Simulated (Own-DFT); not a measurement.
# Misfit strain and the stress it brings: wurtzite GaN, 72 atoms (Ga36N36)

Calculated, not measured: single-point runs of Own-DFT, a retired in-house plane-wave DFT program that no person has reviewed, on unrelaxed cells, without spin or spin-orbit coupling.

Method: PBE; PseudoDojo norm-conserving scalar-relativistic files (stringent for Ga); cutoff 96 hartree; 4 x 4 x 3 k mesh centred on Gamma; Gaussian smearing of 0.01 eV.

Keep in mind: forces not confirmed at this smearing and k mesh; stress not checked against mesh or cutoff.

Unstrained cell vectors in Å: (9.567, 0.000, 0.000); (-4.784, 8.285, 0.000); (0.000, 0.000, 10.370). The unstrained cell has measured lattice constants (interpolated for alloys), not those of this functional. That, the random moves and any unrelaxed bonds set the pressure at no strain. Each run strains x and y alike by e, as a substrate would, and holds the height along z. Each atom got a random Gaussian move of width 0.05 Å along each axis. Stress is positive in tension.

```
e (%)  u (Å)  (s_xx + s_yy)/2 (GPa)  s_zz (GPa)
-3.00  0.051                 -26.52      -11.57
-2.75  0.048                 -23.60      -11.93
-1.25  0.051                 -13.82       -9.56
-0.75  0.046                      ?           ?
 0.25  0.052                  -6.63       -5.86
 0.50  0.051                  -3.60       -8.40
 1.50  0.046                   0.39       -3.81
 2.50  0.048                   4.80       -3.90
 2.75  0.048                   5.54       -2.31
 3.00  0.046                   6.56       -2.43
```

## What the rows give

With e as a fraction, the in-plane stress is -6.9 + 541 e - 3084 e² GPa (errors 10 and 591, scatter 0.63), and s_zz is -7.3 + 161 e GPa (slope ± 15, scatter 1.00). At e = 0 the first slope is C11 + C12 and the second 2 C13, both with the ions held to the strained lattice and at the cell's own pressure. The term in e² is negative: the layer stiffens under compression and softens under tension. A free layer would change its height as e changes, and the in-plane slope would drop by 2 C13²/C33 to the biaxial modulus. At fixed height, a misfit of 1 % moves the in-plane stress by about 5.4 GPa and s_zz by 1.6 GPa.

## Test on the hidden row

Asked: what are the two stresses at e = -0.75 %?

From the fit: -11.2 and -8.5 GPa. The calculation gave -9.96 and -9.13 GPa.
